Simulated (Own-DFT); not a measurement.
Simulation results for Hf₂₀Si₃₉ (HfSi2 crystal with one vacancy, atoms displaced), Hf₁₉Si₄₁ (HfSi2 crystal with substituted atoms, atoms displaced)

A calculation, not a measurement: plane-wave density functional theory by an unreviewed code, no spin, of a simulated periodic cell, stress positive in tension, run twice, with PBE and with PBEsol, both on files made for PBE, so the change isn't that of files made for PBEsol, hafnium file: forces about 75 meV/angstrom off all-electron values; forces on such cells moved up to 12 meV/angstrom on a denser k mesh; the far tail of each file's local potential was reset to the Coulomb form; each entry is a single point on an unrelaxed cell, so the pressure reflects the starting lattice, taken from the Materials Project, from which strain is counted, and rises with the displacements; printed positions are rounded, which can move forces by about a meV/angstrom; the program, named Own-DFT, is a retired in-house code; no spin-orbit coupling; stress was not checked against mesh or cutoff. Program: Own-DFT development build.

Settings shared by all entries: functional PBE, then PBEsol; potential files PseudoDojo norm-conserving, scalar-relativistic, standard set; wave cutoff 42 hartree; occupations cold (Marzari-Vanderbilt); smearing width 0.2 eV; k mesh 4 x 4 x 4 centred on Gamma.

(1) Hf₂₀Si₃₉ (HfSi2 crystal with one vacancy, atoms displaced)

```
CELL_PARAMETERS angstrom
-7.29720 7.07240 -1.78240
3.64860 7.08730 5.73790
3.64860 3.52130 -8.41150
ATOMIC_POSITIONS crystal
Hf 0.52004 0.53801 0.75598
Hf 0.27659 0.26094 0.03260
Si 0.42973 0.29485 0.79613
Si 0.36966 0.49212 0.00134
Si 0.27447 0.60432 0.70869
Si 0.51520 0.22056 0.10294
Hf 0.74039 0.74617 0.94370
Hf 0.46394 0.46344 0.26084
Si 0.61315 0.48949 0.99422
Si 0.58302 0.69739 0.20973
Si 0.47945 0.80858 0.89930
Si 0.71555 0.39982 0.29823
Hf 0.92691 0.91986 0.15256
Hf 0.69250 0.66503 0.44348
Si 0.82946 0.69947 0.21400
Si 0.77202 0.90404 0.40062
Si 0.68748 0.98533 0.09437
Si 0.91884 0.60203 0.49644
Hf 0.04238 0.54702 0.75408
Hf 0.78198 0.25184 0.05729
Si 0.93409 0.27995 0.78911
Si 0.87253 0.49530 0.99824
Si 0.77482 0.59870 0.69938
Si 0.03558 0.20228 0.08938
Hf 0.24600 0.73030 0.95938
Hf 0.96664 0.45531 0.25957
Si 0.13973 0.49553 0.00056
Si 0.07110 0.70433 0.20102
Si 0.97433 0.78928 0.90175
Si 0.22322 0.39498 0.30076
Hf 0.43445 0.93395 0.14377
Hf 0.16641 0.65124 0.43260
Si 0.34562 0.70817 0.19437
Si 0.26697 0.89156 0.38985
Si 0.16102 0.99974 0.11490
Si 0.43190 0.58951 0.48920
Hf 0.63550 0.14841 0.35281
Hf 0.36962 0.85306 0.64868
Si 0.51896 0.90423 0.39965
Si 0.49127 0.09521 0.59637
Si 0.38523 0.20735 0.30676
Si 0.61056 0.80749 0.71051
Hf 0.84222 0.34424 0.56022
Hf 0.56379 0.05361 0.85338
Si 0.71231 0.09276 0.59827
Si 0.68265 0.29267 0.79875
Si 0.57316 0.39268 0.50529
Si 0.81627 0.99126 0.90607
Hf 0.13746 0.14089 0.36964
Hf 0.87801 0.85750 0.65269
Si 0.02739 0.89281 0.40743
Si 0.97669 0.09653 0.59738
Si 0.87515 0.20813 0.31515
Si 0.13160 0.80254 0.69640
Hf 0.31239 0.35088 0.56647
Hf 0.07626 0.05257 0.84158
Si 0.23026 0.10996 0.59293
Si 0.18515 0.29366 0.79766
Si 0.06651 0.39283 0.50360
```

* PBE pressure: 4.91 GPa
* PBE stress xx: -4.99 GPa
* PBE stress yy: -5.09 GPa
* PBE stress zz: -4.65 GPa
* PBE stress yz: -0.11 GPa
* PBE stress xz: -0.14 GPa
* PBE stress xy: 0.2 GPa
* PBEsol pressure: 1.72 GPa
* PBEsol stress xx: -2.11 GPa
* PBEsol stress yy: -1.81 GPa
* PBEsol stress zz: -1.23 GPa
* PBEsol stress yz: -0.07 GPa
* PBEsol stress xz: -0.14 GPa
* PBEsol stress xy: 0.2 GPa
* rms change of force components from PBE to PBEsol: 0.032 eV/Å

Force:
| force element | PBE force x (eV/Å) | PBE force y (eV/Å) | PBE force z (eV/Å) | PBEsol force x (eV/Å) | PBEsol force y (eV/Å) | PBEsol force z (eV/Å) |
| --- | --- | --- | --- | --- | --- | --- |
| Hf | -0.411 | 1.24 | 0.209 | -0.392 | 1.232 | 0.234 |
| Hf | 0.177 | -0.492 | -2.812 | 0.19 | -0.448 | -2.785 |
| Si | 0.032 | -0.153 | -0.041 | 0.043 | -0.139 | -0.039 |
| Si | -0.569 | 0.986 | -0.104 | -0.556 | 0.977 | -0.101 |
| Si | -1.63 | -0.108 | 0.144 | -1.629 | -0.116 | 0.069 |
| Si | -2.071 | -0.362 | 0.032 | -2.088 | -0.339 | 0.091 |
| Hf | 1.304 | -2.375 | -1.917 | 1.306 | -2.312 | -1.832 |
| Hf | -2.351 | -1.118 | 1.432 | -2.342 | -1.122 | 1.363 |
| Si | -0.438 | 1.295 | -0.466 | -0.428 | 1.291 | -0.464 |
| Si | -0.349 | -0.214 | 0.853 | -0.353 | -0.207 | 0.832 |
| Si | 1.323 | -1.075 | -0.569 | 1.38 | -1.075 | -0.653 |
| Si | 0.102 | 1.261 | 0.171 | 0.092 | 1.248 | 0.236 |
| Hf | 1.501 | 2.441 | 1.674 | 1.493 | 2.405 | 1.685 |
| Hf | 2.737 | -2.749 | -0.922 | 2.692 | -2.725 | -0.932 |
| Si | -0.961 | -0.941 | 1.019 | -0.951 | -0.928 | 0.995 |
| Si | -0.235 | 0.368 | -0.159 | -0.246 | 0.355 | -0.15 |
| Si | 3.381 | 0.19 | -1.196 | 3.407 | 0.165 | -1.263 |
| Si | -0.689 | 1.708 | -0.737 | -0.702 | 1.693 | -0.655 |
| Hf | 1.225 | -2.261 | -0.259 | 1.207 | -2.226 | -0.207 |
| Hf | -0.301 | -1.23 | 1.273 | -0.296 | -1.222 | 1.224 |
| Si | 1.054 | 1.247 | -0.252 | 1.041 | 1.251 | -0.256 |
| Si | -0.1 | 0.261 | -0.158 | -0.102 | 0.264 | -0.157 |
| Si | -0.012 | 0.148 | -0.417 | 0.003 | 0.14 | -0.465 |
| Si | 1.336 | 0.101 | -0.162 | 1.354 | 0.122 | -0.074 |
| Hf | 2.365 | -0.196 | 1.665 | 2.328 | -0.222 | 1.648 |
| Hf | -1.516 | -0.449 | 1.316 | -1.486 | -0.444 | 1.248 |
| Si | 1.345 | -0.699 | 0.461 | 1.335 | -0.707 | 0.464 |
| Si | -1.198 | -0.44 | -0.695 | -1.201 | -0.415 | -0.678 |
| Si | -1.429 | 1.425 | -0.109 | -1.41 | 1.383 | -0.157 |
| Si | 0.411 | -0.252 | 0.675 | 0.416 | -0.227 | 0.73 |
| Hf | 1.998 | 1.803 | 0.018 | 1.97 | 1.786 | -0.005 |
| Hf | -0.405 | 1.527 | -1.68 | -0.4 | 1.51 | -1.695 |
| Si | 0.452 | -1.373 | -1.048 | 0.442 | -1.391 | -1.005 |
| Si | -0.435 | 0.974 | -0.536 | -0.418 | 0.984 | -0.529 |
| Si | -2.444 | 0.347 | 0.065 | -2.46 | 0.314 | -0.018 |
| Si | 2.956 | 2.117 | -0.365 | 2.946 | 2.092 | -0.294 |
| Hf | 0.071 | -1.356 | -0.052 | 0.081 | -1.321 | -0.027 |
| Hf | -1.136 | 0.51 | 0.73 | -1.145 | 0.484 | 0.69 |
| Si | -0.294 | -0.086 | -0.151 | -0.297 | -0.093 | -0.144 |
| Si | 1.854 | -1.362 | 0.143 | 1.873 | -1.371 | 0.152 |
| Si | 0.057 | -1.2 | -0.959 | 0.069 | -1.186 | -1.036 |
| Si | -3.061 | 0.1 | 1.298 | -3.081 | 0.125 | 1.367 |
| Hf | 2.635 | -2.541 | 0.291 | 2.597 | -2.504 | 0.329 |
| Hf | -0.55 | 1.11 | 0.296 | -0.584 | 1.106 | 0.268 |
| Si | -1.056 | 1.789 | -0.653 | -1.078 | 1.809 | -0.659 |
| Si | 0.253 | -0.052 | -0.199 | 0.251 | -0.054 | -0.19 |
| Si | -0.319 | 0.329 | -0.798 | -0.325 | 0.295 | -0.868 |
| Si | -1.708 | 1.667 | 2.237 | -1.743 | 1.653 | 2.296 |
| Hf | 0.125 | -1.357 | 2.365 | 0.146 | -1.322 | 2.362 |
| Hf | 0.188 | -0.998 | 0.56 | 0.182 | -1.002 | 0.516 |
| Si | 0.452 | -0.198 | 0.777 | 0.449 | -0.216 | 0.755 |
| Si | -0.206 | -0.097 | -0.449 | -0.208 | -0.101 | -0.435 |
| Si | -1.842 | -0.621 | 0.139 | -1.829 | -0.607 | 0.09 |
| Si | 0.744 | -0.231 | 0.223 | 0.75 | -0.218 | 0.288 |
| Hf | -1.849 | 0.649 | 0.996 | -1.833 | 0.646 | 1.022 |
| Hf | 0.084 | -0.304 | -0.854 | 0.111 | -0.327 | -0.845 |
| Si | -0.167 | -0.274 | -2.216 | -0.174 | -0.281 | -2.153 |
| Si | 0.738 | -0.416 | -0.067 | 0.746 | -0.397 | -0.062 |
| Si | -1.166 | 1.985 | -0.067 | -1.145 | 1.933 | -0.123 |

(2) Hf₂₀Si₃₉ (HfSi2 crystal with one vacancy, atoms displaced)

```
CELL_PARAMETERS angstrom
-7.29720 7.07240 -1.78240
3.64860 7.08730 5.73790
3.64860 3.52130 -8.41150
ATOMIC_POSITIONS crystal
Hf 0.53111 0.53613 0.75510
Hf 0.27643 0.23843 0.04967
Si 0.42981 0.30694 0.80226
Si 0.38400 0.47440 0.00460
Si 0.27678 0.59497 0.70251
Si 0.53052 0.19018 0.09657
Hf 0.72455 0.75999 0.95047
Hf 0.48551 0.45420 0.24397
Si 0.62859 0.50476 0.00436
Si 0.57654 0.70401 0.19224
Si 0.46111 0.80418 0.91196
Si 0.73265 0.40890 0.29060
Hf 0.92303 0.93913 0.16084
Hf 0.68374 0.65913 0.44024
Si 0.82510 0.70012 0.20209
Si 0.77129 0.90156 0.38657
Si 0.68173 0.98613 0.09654
Si 0.93806 0.61264 0.49800
Hf 0.02299 0.55363 0.75313
Hf 0.78113 0.26028 0.04144
Si 0.93276 0.28847 0.80108
Si 0.86154 0.50775 0.00270
Si 0.78046 0.58812 0.70403
Si 0.03448 0.20774 0.09936
Hf 0.21754 0.73427 0.94845
Hf 0.96436 0.45639 0.25150
Si 0.12200 0.49891 0.99300
Si 0.07382 0.69462 0.19340
Si 0.95751 0.78613 0.89408
Si 0.22525 0.40843 0.27824
Hf 0.42330 0.93379 0.16131
Hf 0.16019 0.66364 0.44957
Si 0.31221 0.71274 0.20721
Si 0.27111 0.90659 0.38375
Si 0.17158 0.00035 0.10321
Si 0.43412 0.60614 0.51090
Hf 0.63884 0.14230 0.34562
Hf 0.38085 0.84454 0.63135
Si 0.52593 0.91239 0.39987
Si 0.48093 0.09196 0.59291
Si 0.39236 0.20540 0.30437
Si 0.63394 0.79839 0.69597
Hf 0.81844 0.34531 0.56263
Hf 0.56989 0.04669 0.86059
Si 0.72102 0.09440 0.60368
Si 0.68662 0.30706 0.80204
Si 0.58023 0.39975 0.51088
Si 0.82131 0.00294 0.88983
Hf 0.13017 0.14064 0.35312
Hf 0.88338 0.85005 0.64972
Si 0.01982 0.89353 0.39563
Si 0.98656 0.09003 0.59695
Si 0.88502 0.20110 0.30511
Si 0.10834 0.80784 0.70682
Hf 0.32740 0.34218 0.54627
Hf 0.06559 0.06217 0.85191
Si 0.17987 0.28611 0.78649
Si 0.07016 0.39446 0.49510
Si 0.32183 0.99648 0.89769
```

- PBE pressure: 4.07 GPa
- PBE stress xx: -4.68 GPa
- PBE stress yy: -4.96 GPa
- PBE stress zz: -2.57 GPa
- PBE stress yz: 0.04 GPa
- PBE stress xz: 0.05 GPa
- PBE stress xy: 0.08 GPa
- PBEsol pressure: 0.85 GPa
- PBEsol stress xx: -1.76 GPa
- PBEsol stress yy: -1.64 GPa
- PBEsol stress zz: 0.84 GPa
- PBEsol stress yz: 0.08 GPa
- PBEsol stress xz: 0.04 GPa
- PBEsol stress xy: 0.08 GPa
- rms change of force components from PBE to PBEsol: 0.032 eV/Å

Force:
| force element | PBE force x (eV/Å) | PBE force y (eV/Å) | PBE force z (eV/Å) | PBEsol force x (eV/Å) | PBEsol force y (eV/Å) | PBEsol force z (eV/Å) |
| --- | --- | --- | --- | --- | --- | --- |
| Hf | 1.46 | 0.905 | 0.171 | 1.429 | 0.888 | 0.202 |
| Hf | -0.541 | 1.313 | 1.366 | -0.54 | 1.289 | 1.309 |
| Si | -0.542 | -1.225 | -0.431 | -0.563 | -1.232 | -0.401 |
| Si | 1.025 | 0.582 | 1.101 | 1.041 | 0.599 | 1.062 |
| Si | 0.123 | -0.482 | 0.189 | 0.148 | -0.489 | 0.141 |
| Si | 0.49 | 0.985 | 0.284 | 0.472 | 0.98 | 0.35 |
| Hf | -0.036 | -3.264 | -1.485 | -0.044 | -3.207 | -1.433 |
| Hf | 0.761 | -0.174 | -0.089 | 0.728 | -0.194 | -0.12 |
| Si | 0.282 | -0.46 | 0.339 | 0.286 | -0.484 | 0.33 |
| Si | 0.128 | -0.097 | -0.79 | 0.154 | -0.083 | -0.772 |
| Si | -2.465 | -0.824 | -0.362 | -2.479 | -0.812 | -0.422 |
| Si | 1.107 | -0.868 | -0.651 | 1.098 | -0.843 | -0.592 |
| Hf | -0.801 | 0.404 | 1.661 | -0.779 | 0.397 | 1.659 |
| Hf | 0.518 | -0.409 | -0.422 | 0.509 | -0.42 | -0.448 |
| Si | -0.176 | -0.222 | 0.495 | -0.171 | -0.213 | 0.477 |
| Si | 0.152 | 0.456 | -1.228 | 0.147 | 0.46 | -1.195 |
| Si | 1.51 | 1.005 | -0.351 | 1.488 | 0.965 | -0.411 |
| Si | 1.624 | -2.579 | -0.005 | 1.621 | -2.511 | 0.045 |
| Hf | -1.463 | -1.414 | -1.353 | -1.43 | -1.37 | -1.285 |
| Hf | 0.112 | -0.584 | -0.923 | 0.115 | -0.576 | -0.935 |
| Si | 0.436 | 0.453 | 1.319 | 0.438 | 0.446 | 1.279 |
| Si | -1.139 | 0.664 | -0.026 | -1.154 | 0.66 | -0.027 |
| Si | 0.787 | 0.402 | 0.434 | 0.765 | 0.386 | 0.377 |
| Si | 1.177 | -0.784 | 0.296 | 1.166 | -0.748 | 0.357 |
| Hf | 0.667 | 1.183 | -0.398 | 0.672 | 1.177 | -0.363 |
| Hf | -1.577 | 1.379 | 0.725 | -1.554 | 1.352 | 0.685 |
| Si | -0.417 | -0.52 | -0.557 | -0.417 | -0.516 | -0.533 |
| Si | 0.127 | -0.105 | -0.198 | 0.139 | -0.105 | -0.192 |
| Si | -0.212 | 2.991 | -1.046 | -0.194 | 2.909 | -1.088 |
| Si | 0.534 | 0.706 | -0.854 | 0.525 | 0.691 | -0.812 |
| Hf | -0.045 | 1.469 | 2.045 | -0.047 | 1.455 | 2.058 |
| Hf | -3.241 | 1.667 | -0.481 | -3.192 | 1.628 | -0.498 |
| Si | -1.1 | -0.718 | -0.526 | -1.125 | -0.715 | -0.508 |
| Si | 0.646 | 0.146 | -2.122 | 0.657 | 0.176 | -2.078 |
| Si | -0.672 | -0.852 | -0.644 | -0.662 | -0.85 | -0.704 |
| Si | -0.916 | -1.941 | 0.911 | -0.911 | -1.884 | 0.959 |
| Hf | 0.769 | 0.497 | -0.254 | 0.767 | 0.483 | -0.227 |
| Hf | 1.707 | 1.527 | -0.242 | 1.662 | 1.502 | -0.314 |
| Si | -0.383 | -0.845 | -0.418 | -0.391 | -0.871 | -0.399 |
| Si | 0.923 | 0.4 | -0.067 | 0.953 | 0.396 | -0.065 |
| Si | 0.829 | -1.753 | -0.061 | 0.84 | -1.73 | -0.117 |
| Si | 0.94 | -0.331 | 0.027 | 0.943 | -0.308 | 0.065 |
| Hf | -1.615 | 0.113 | 0.116 | -1.588 | 0.123 | 0.151 |
| Hf | -0.92 | -0.292 | 2.276 | -0.919 | -0.301 | 2.187 |
| Si | -0.204 | 0.493 | 0.043 | -0.219 | 0.508 | 0.039 |
| Si | 0.229 | -1.026 | -0.585 | 0.232 | -1.007 | -0.559 |
| Si | -0.633 | -1.215 | 0.606 | -0.643 | -1.209 | 0.543 |
| Si | 0.224 | 0.889 | 0.086 | 0.21 | 0.883 | 0.145 |
| Hf | 0.351 | 0.254 | 0.385 | 0.342 | 0.229 | 0.462 |
| Hf | 1.538 | -1.443 | 2.161 | 1.507 | -1.433 | 2.071 |
| Si | 0.346 | 0.685 | 0.11 | 0.334 | 0.676 | 0.103 |
| Si | 0.325 | 0.086 | 0.328 | 0.319 | 0.088 | 0.314 |
| Si | 0.225 | -0.591 | -0.141 | 0.231 | -0.591 | -0.197 |
| Si | -2.658 | 1.942 | -0.017 | -2.644 | 1.911 | 0.033 |
| Hf | 0.631 | 1.329 | -0.727 | 0.619 | 1.365 | -0.666 |
| Hf | -0.945 | -0.427 | -0.928 | -0.901 | -0.433 | -0.969 |
| Si | 0.184 | 0.513 | 0.034 | 0.168 | 0.5 | 0.029 |
| Si | -0.447 | 0.64 | -0.547 | -0.442 | 0.61 | -0.581 |
| Si | 0.263 | -0.634 | 1.422 | 0.285 | -0.596 | 1.478 |

(3) Hf₁₉Si₄₁ (HfSi2 crystal with substituted atoms, atoms displaced)

```
CELL_PARAMETERS angstrom
-7.29720 7.07240 -1.78240
3.64860 7.08730 5.73790
3.64860 3.52130 -8.41150
ATOMIC_POSITIONS crystal
Hf 0.52270 0.53956 0.75504
Hf 0.27846 0.25597 0.04310
Si 0.42605 0.30353 0.80637
Si 0.37337 0.50425 0.99539
Si 0.27073 0.60040 0.70641
Si 0.52102 0.20046 0.09903
Hf 0.72818 0.74293 0.95523
Hf 0.47332 0.45524 0.24429
Si 0.62131 0.50576 0.00086
Si 0.57096 0.70151 0.19924
Si 0.47605 0.79712 0.90329
Si 0.72476 0.39833 0.29438
Si 0.92583 0.94537 0.15663
Hf 0.67777 0.65198 0.44114
Si 0.82342 0.70662 0.20479
Si 0.77251 0.90678 0.40470
Si 0.67428 0.00343 0.10442
Si 0.92312 0.60447 0.49735
Hf 0.02805 0.53818 0.75637
Hf 0.77321 0.25209 0.04424
Si 0.92498 0.29575 0.79183
Si 0.87178 0.50156 0.00413
Si 0.77504 0.59621 0.70587
Si 0.03161 0.19688 0.09320
Hf 0.22487 0.74221 0.95614
Hf 0.97282 0.45907 0.24262
Si 0.12587 0.49845 0.99480
Si 0.07233 0.69912 0.19946
Si 0.97467 0.79944 0.90600
Si 0.22557 0.40392 0.29331
Hf 0.42118 0.94408 0.15323
Hf 0.17286 0.65761 0.43988
Si 0.32264 0.70076 0.19774
Si 0.27338 0.89418 0.40281
Si 0.17645 0.99263 0.09556
Si 0.42671 0.59717 0.49181
Hf 0.62679 0.14316 0.35615
Hf 0.37480 0.84750 0.64973
Si 0.53147 0.89943 0.40017
Si 0.47570 0.10068 0.59455
Si 0.37314 0.19895 0.30697
Si 0.62678 0.79631 0.69832
Hf 0.82671 0.34316 0.55220
Hf 0.57604 0.05629 0.83983
Si 0.72274 0.09484 0.59739
Si 0.67705 0.29458 0.79745
Si 0.57674 0.40032 0.50004
Si 0.82354 0.00459 0.89686
Hf 0.12508 0.13762 0.35885
Hf 0.87002 0.85831 0.64353
Si 0.02603 0.90034 0.39733
Si 0.97489 0.10353 0.60044
Si 0.87720 0.19756 0.30299
Si 0.12446 0.80044 0.69663
Hf 0.32493 0.35109 0.55704
Hf 0.07155 0.05781 0.84375
Si 0.22504 0.10233 0.60363
Si 0.17683 0.29970 0.79651
Si 0.07507 0.39883 0.50276
Si 0.32437 0.00336 0.89928
```

- PBE pressure: 2.81 GPa
- PBE stress xx: -2.31 GPa
- PBE stress yy: -3.07 GPa
- PBE stress zz: -3.06 GPa
- PBE stress yz: 0.08 GPa
- PBE stress xz: -0.16 GPa
- PBE stress xy: -0.17 GPa
- PBEsol pressure: -0.35 GPa
- PBEsol stress xx: 0.51 GPa
- PBEsol stress yy: 0.2 GPa
- PBEsol stress zz: 0.34 GPa
- PBEsol stress yz: 0.12 GPa
- PBEsol stress xz: -0.18 GPa
- PBEsol stress xy: -0.17 GPa
- rms change of force components from PBE to PBEsol: 0.026 eV/Å

Force:
| force element | PBE force x (eV/Å) | PBE force y (eV/Å) | PBE force z (eV/Å) | PBEsol force x (eV/Å) | PBEsol force y (eV/Å) | PBEsol force z (eV/Å) |
| --- | --- | --- | --- | --- | --- | --- |
| Hf | -0.022 | 0.733 | 0.476 | -0.013 | 0.736 | 0.502 |
| Hf | 0.406 | -0.222 | 0.124 | 0.394 | -0.228 | 0.093 |
| Si | -0.332 | -0.476 | 0.332 | -0.335 | -0.478 | 0.323 |
| Si | 0.042 | -0.087 | -0.689 | 0.045 | -0.082 | -0.672 |
| Si | -0.934 | -0.137 | -0.028 | -0.94 | -0.147 | -0.092 |
| Si | -0.203 | 0.258 | 0.307 | -0.194 | 0.269 | 0.373 |
| Hf | 0.599 | -0.018 | 0.167 | 0.593 | -0.025 | 0.2 |
| Hf | -0.344 | -0.095 | 0.253 | -0.337 | -0.1 | 0.213 |
| Si | -0.527 | -0.205 | -0.356 | -0.531 | -0.211 | -0.349 |
| Si | -0.128 | 0.082 | -0.117 | -0.13 | 0.086 | -0.117 |
| Si | -0.066 | -0.126 | -0.177 | -0.06 | -0.144 | -0.234 |
| Si | 0.01 | 0.302 | 0.317 | 0.008 | 0.31 | 0.379 |
| Si | 0.047 | -0.198 | -0.95 | 0.05 | -0.184 | -0.896 |
| Hf | 0.563 | 0.141 | 0.033 | 0.561 | 0.133 | 0 |
| Si | -0.294 | -0.076 | 0.418 | -0.289 | -0.118 | 0.388 |
| Si | -0.717 | -0.334 | 0.065 | -0.7 | -0.331 | 0.044 |
| Si | -0.872 | -0.29 | -0.474 | -0.845 | -0.319 | -0.518 |
| Si | -0.193 | 0.092 | 0.013 | -0.191 | 0.102 | 0.075 |
| Hf | 0.76 | 0.095 | 0.768 | 0.745 | 0.103 | 0.789 |
| Hf | 0.077 | 0.497 | 0.47 | 0.082 | 0.479 | 0.441 |
| Si | 0.502 | 0.452 | -0.381 | 0.503 | 0.466 | -0.38 |
| Si | -0.258 | -0.199 | 0.069 | -0.261 | -0.195 | 0.069 |
| Si | -0.45 | -0.269 | -0.28 | -0.455 | -0.281 | -0.343 |
| Si | 1.076 | 0.204 | 0.137 | 1.072 | 0.227 | 0.213 |
| Hf | 0.01 | 0.085 | 0.395 | -0.008 | 0.092 | 0.422 |
| Hf | -0.332 | -0.033 | -0.391 | -0.32 | -0.033 | -0.416 |
| Si | 0.229 | 0.051 | -0.393 | 0.231 | 0.05 | -0.386 |
| Si | 0.028 | 0.058 | 0.349 | -0.004 | 0.05 | 0.319 |
| Si | 0.123 | 0.154 | -0.269 | 0.095 | 0.113 | -0.311 |
| Si | 0.368 | -0.135 | 0.047 | 0.366 | -0.113 | 0.11 |
| Hf | -0.075 | 0.684 | -0.394 | -0.076 | 0.682 | -0.352 |
| Hf | -0.114 | -0.128 | -0.74 | -0.118 | -0.134 | -0.76 |
| Si | -0.066 | 0.096 | -0.162 | -0.062 | 0.09 | -0.158 |
| Si | -0.103 | 0.508 | 0.218 | -0.1 | 0.505 | 0.212 |
| Si | 1.117 | -0.19 | -0.647 | 1.078 | -0.182 | -0.713 |
| Si | 0.998 | 0.49 | 0.129 | 1.004 | 0.491 | 0.184 |
| Hf | 0.394 | 0.052 | 0.488 | 0.398 | 0.056 | 0.508 |
| Hf | -0.11 | 0.437 | 0.988 | -0.106 | 0.422 | 0.938 |
| Si | 0.483 | -0.539 | 0.036 | 0.48 | -0.543 | 0.038 |
| Si | 0.333 | -0.082 | -0.487 | 0.335 | -0.066 | -0.477 |
| Si | -0.22 | -0.275 | -0.155 | -0.218 | -0.284 | -0.214 |
| Si | 0.389 | 0.028 | 0.487 | 0.387 | 0.045 | 0.549 |
| Hf | 0.392 | 0.092 | 0.004 | 0.387 | 0.1 | 0.033 |
| Hf | 0.269 | -0.346 | -0.412 | 0.268 | -0.344 | -0.439 |
| Si | 0.274 | 0.607 | 0.188 | 0.275 | 0.609 | 0.174 |
| Si | 0.225 | 0.225 | 0.151 | 0.229 | 0.22 | 0.146 |
| Si | -0.169 | -0.309 | -0.52 | -0.172 | -0.319 | -0.584 |
| Si | -0.108 | -0.169 | 0.003 | -0.107 | -0.156 | 0.083 |
| Hf | -0.103 | 0.616 | 0.832 | -0.1 | 0.62 | 0.849 |
| Hf | -0.553 | 0.164 | -0.259 | -0.541 | 0.15 | -0.279 |
| Si | 0.154 | -0.184 | 0.111 | 0.157 | -0.158 | 0.075 |
| Si | -0.2 | -0.412 | -0.195 | -0.208 | -0.419 | -0.185 |
| Si | -0.679 | -0.609 | 0.044 | -0.65 | -0.583 | -0.017 |
| Si | 0.545 | -0.002 | 0.403 | 0.546 | 0.019 | 0.465 |
| Hf | -0.361 | -0.562 | -0.318 | -0.358 | -0.552 | -0.28 |
| Hf | -0.815 | -0.035 | -0.129 | -0.814 | -0.037 | -0.146 |
| Si | -0.291 | -0.241 | -0.046 | -0.288 | -0.252 | -0.046 |
| Si | 0.079 | 0.044 | -0.394 | 0.088 | 0.049 | -0.385 |
| Si | -0.332 | -0.22 | 0.014 | -0.327 | -0.229 | -0.048 |
| Si | -0.52 | -0.048 | 0.531 | -0.522 | -0.028 | 0.59 |
